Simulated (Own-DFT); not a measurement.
# What a defect does to the pressure of its cell: zincblende GaAs

Source: density functional calculations with Own-DFT, an unreviewed in-house program that is no longer used. Nothing was measured or relaxed, and spin and spin-orbit coupling are left out.

All runs used: PBE; PseudoDojo norm-conserving scalar-relativistic files; cutoff 42 hartree; 3 x 3 x 3 k mesh centred on Gamma; Fermi-Dirac smearing of 0.1 eV.

Keep in mind (not all hold for every row): not probed for a lower state with spin; forces not confirmed at this smearing and k mesh; stress not checked against mesh or cutoff.

All runs share one cell, with vectors in Å (11.737, 0.000, 0.000); (0.000, 11.737, 0.000); (0.000, 0.000, 10.919) and a volume of 1504.3 Å³, strained against the parent crystal. The atoms are randomly displaced, by u rms on each axis. The defect's site can differ from row to row.

| cell | formula | u (Å) | P (GPa) |
|---|---|---|---|
| no defect | As32Ga32 | 0.0292 | 0.78 |
| no defect | As32Ga32 | 0.0472 | 1.00 |
| no defect | As32Ga32 | 0.0526 | 1.06 |
| one Al on a Ga site | AlAs32Ga31 | 0.0288 | 0.73 |
| one Al on a Ga site | AlAs32Ga31 | 0.0487 | 0.95 |
| one Al on a Ga site | AlAs32Ga31 | 0.0534 | 1.21 |
| one In on a Ga site | As32Ga31In | 0.0290 | 1.35 |
| one In on a Ga site | As32Ga31In | 0.0472 | 1.60 |
| one In on a Ga site | As32Ga31In | 0.0489 | 1.62 |
| one P on an As site | As31Ga32P | 0.0273 | 0.50 |
| one P on an As site | As31Ga32P | 0.0311 | 0.52 |
| one P on an As site | As31Ga32P | 0.0493 | 0.75 |
| one As vacancy and one Ga vacancy | As31Ga31 | 0.0281 | 0.45 |
| one As vacancy and one Ga vacancy | As31Ga31 | 0.0285 | 0.46 |
| one As vacancy and one Ga vacancy | As31Ga31 | 0.0509 | 0.84 |
| one As vacancy and one Ga vacancy | As31Ga31 | 0.0513 | ? |

## Working it out

P = P0 + c u² + a shift for each defect gives P0 = 0.59 GPa, c = 183 ± 16 GPa/Å² and a scatter of 0.05 GPa. The shifts, and each times the cell's volume:

- one In on a Ga site: 0.60 ± 0.04 GPa, 5.7 eV
- one Al on a Ga site: 0.01 ± 0.04 GPa, 0.1 eV (not resolved)
- one P on an As site: -0.25 ± 0.04 GPa, -2.3 eV
- one As vacancy and one Ga vacancy: -0.26 ± 0.04 GPa, -2.4 eV

Positive is outwards. The product with the volume (160.2 GPa Å³ to the eV) is nearly free of the cell's size; divided by the bulk modulus at the cell's pressure it gives the volume that the defect adds. The atoms around the defects weren't relaxed, which would change these numbers.

## Check

Q: what pressure belongs in the blank (one As vacancy and one Ga vacancy, u = 0.0513 Å)?

Estimate: 0.81 ± 0.06 GPa. The calculation gave 0.60 GPa. That is outside the usual scatter, by luck or through something left out of the fit.
